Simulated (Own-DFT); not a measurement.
# How strain changes the stress of wurtzite GaN, 72 atoms (Ga36N36)

Calculated, not measured: single-point runs of Own-DFT, a retired in-house plane-wave DFT program that no person has reviewed, on unrelaxed cells, without spin or spin-orbit coupling.

Settings: PBE; PseudoDojo norm-conserving scalar-relativistic files; cutoff 42 hartree; 4 x 4 x 3 k mesh centred on Gamma; Fermi-Dirac smearing of 0.1 eV.

Caveats: forces not confirmed at this smearing and k mesh; stress not checked against mesh or cutoff.

Unstrained cell vectors in Å: (9.567, 0.000, 0.000); (-4.784, 8.285, 0.000); (0.000, 0.000, 10.370). The unstrained cell has measured lattice constants (interpolated for alloys), not those of this functional. That, the random moves and any unrelaxed bonds set the pressure at no strain. The cell is deformed uniformly in each run, and the atoms keep their fractional places. All atoms carry random offsets, Gaussian with a width of 0.05 Å per axis. Strains are tensor components in per cent; tension counts as positive stress, and P is minus the mean normal stress.

```
run,e_xx (%),e_yy (%),e_zz (%),e_yz (%),e_xz (%),e_xy (%),s_xx (GPa),s_yy (GPa),s_zz (GPa),s_yz (GPa),s_xz (GPa),s_xy (GPa),P (GPa),E (meV/atom)
1,0.26,0.99,1.61,-1.17,1.92,-1.27,-5.12,-2.18,-0.36,-2.07,3.14,-5.33,2.55,5.1
2,1.75,1.98,-0.55,0.57,0.13,1.14,1.00,1.25,-7.77,0.72,-0.62,3.30,1.84,7.6
3,0.59,-0.39,-1.25,-1.91,-0.05,0.48,-5.50,-11.94,-14.82,-5.70,0.06,2.32,10.75,37.3
4,0.72,0.32,-0.13,0.25,-0.58,-0.40,-3.47,-5.84,-8.76,-0.32,-1.00,-1.78,6.02,8.9
5,-1.95,-1.49,1.81,1.79,-0.02,-1.09,-17.83,-14.76,-3.16,3.53,0.30,-3.41,11.92,53.1
6,-1.05,0.11,-1.88,-0.51,-0.13,-1.08,-12.13,-9.25,-18.95,-1.40,0.56,-2.97,13.44,22.1
7,0.44,1.22,-1.42,1.51,-0.04,1.27,-7.24,-3.62,-13.00,3.33,0.10,3.68,7.95,36.3
8,0.13,-1.95,-1.83,-0.83,1.52,1.67,-9.89,-18.51,-18.93,-1.93,2.83,4.01,15.78,50.8
9,-1.29,-0.04,-1.39,-1.05,0.42,0.37,-15.62,-10.28,-14.51,-2.55,1.26,0.43,13.47,33.1
10,-1.25,0.53,-1.09,-0.77,1.15,-0.52,-15.19,-6.29,-13.88,-1.66,2.23,-3.20,11.79,23.7
11,0.21,-0.64,-1.30,-0.10,1.44,-1.45,-7.92,-9.80,-16.97,-0.51,3.92,-3.51,11.57,36.3
12,-0.51,0.64,-1.98,-0.96,0.47,1.18,-10.70,-5.54,-21.48,-2.35,0.87,4.51,12.57,45.0
13,1.72,-0.86,1.19,0.20,-0.70,-0.22,0.07,-9.52,-2.83,1.40,-1.64,-0.70,4.09,14.0
14,1.14,1.21,-1.29,-1.50,-1.64,1.65,-3.44,-2.41,-11.30,-3.48,-3.52,4.21,5.72,13.7
15,-0.62,1.35,-0.10,1.48,-1.22,-0.43,-9.19,-2.11,-7.12,2.65,-2.68,-1.10,6.14,0.0
16,0.57,0.28,-1.23,1.57,0.37,1.55,-4.80,-7.80,-14.46,4.55,0.40,4.54,9.02,31.3
17,-1.37,1.82,0.83,-1.88,0.40,1.65,?,?,?,?,?,?,?,?
```

E is the free energy per atom, counted from the lowest run shown.

## What the rows give

Each stress component was fitted by least squares to a constant and the strains of the runs shown, as fractions, with shears doubled. Shear strains stay in the fit of a normal stress only where such slopes are resolved. The slopes, in GPa:

```
stress  at no strain  per e_xx  per e_yy  per e_zz  scatter
  s_xx          -8.0  475 ± 24   61 ± 24   48 ± 20     0.97
  s_yy          -7.9   49 ± 22  458 ± 23   71 ± 19     0.89
  s_zz          -8.8   70 ± 35  120 ± 36  488 ± 30     1.41
```

The slope of each shear stress on twice its own strain, from a fit on all six strains: yz 117 ± 9, xz 93 ± 4, xy 134 ± 13 GPa. These are stiffnesses along x, y and z of the frame in which the cell vectors are given, with the crystal's c axis along z: C11, C12, C13 and C33. Hexagonal symmetry asks that xx and yy behave alike, which is a second check on the noise. No internal relaxation is included, and where it is allowed it would reduce some of the slopes. Symmetry asks for nearly equal slopes across the diagonal; the mismatch is a measure of noise. A ninth of the table's sum, 204 ± 5 GPa, estimates the bulk modulus near the mean pressure of these runs, 9.0 GPa, so it lies above the value at zero pressure.

## Prediction

Q: what normal stresses and pressure should run 17 give?

The fit gives s_xx = -13.0, s_yy = 0.3, s_zz = -3.5 and P = 5.4 GPa. Computed: -10.90, -0.89, -4.75 and P = 5.51 GPa.
